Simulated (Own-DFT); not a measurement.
# One host, several defects: zincblende InP

Everything here is calculated. The program is Own-DFT (plane waves, in-house, since retired, never reviewed by a person); positions were held fixed, and spin and spin-orbit coupling were off.

Settings: PBE; PseudoDojo norm-conserving scalar-relativistic files; cutoff 36 hartree; 2 x 3 x 3 k mesh centred on Gamma; Fermi-Dirac smearing of 0.1 eV.

Caveats (not all hold for every row): not probed for a lower state with spin; forces on such cells failed a check on a denser k mesh; forces not confirmed at this smearing and k mesh; stress not checked against mesh or cutoff.

All runs share one cell, with vectors in Å (17.606, 0.000, 0.000); (0.000, 11.737, 0.000); (0.000, 0.000, 11.737) and a volume of 2425.5 Å³. u is the rms random offset of the atoms per axis. The defect's site can differ from row to row.

| cell | formula | u (Å) | P (GPa) |
|---|---|---|---|
| no defect | In48P48 | 0.0191 | 3.20 |
| no defect | In48P48 | 0.0491 | 3.59 |
| no defect | In48P48 | 0.0493 | 3.62 |
| two P on an In site each | In46P50 | 0.0295 | 3.01 |
| two P on an In site each | In46P50 | 0.0304 | 3.01 |
| two P on an In site each | In46P50 | 0.0498 | 3.34 |
| two P on an In site each | In46P50 | 0.0520 | ? |
| one In on a P site and one P on an In site | In48P48 | 0.0297 | 3.52 |
| one In on a P site and one P on an In site | In48P48 | 0.0502 | 3.80 |
| one In on a P site and one P on an In site | In48P48 | 0.0513 | 3.89 |

## What the rows give

P = P0 + c u² + a shift for each defect gives P0 = 3.13 GPa, c = 198 ± 10 GPa/Å² and a scatter of 0.02 GPa. The shifts, and each times the cell's volume:

- one In on a P site and one P on an In site: 0.21 ± 0.02 GPa, 3.2 eV
- two P on an In site each: -0.29 ± 0.02 GPa, -4.4 eV (-2.2 eV for each of its 2 sites)

Positive is outwards. The product with the volume (160.2 GPa Å³ to the eV) is nearly free of the cell's size; divided by the bulk modulus at the cell's pressure it gives the volume that the defect adds. The atoms around the defects weren't relaxed, which would change these numbers.

## Check

Question: what pressure belongs in the blank (two P on an In site each, u = 0.0520 Å)?

The fit gives 3.37 ± 0.03 GPa. Computed: 3.35 GPa.
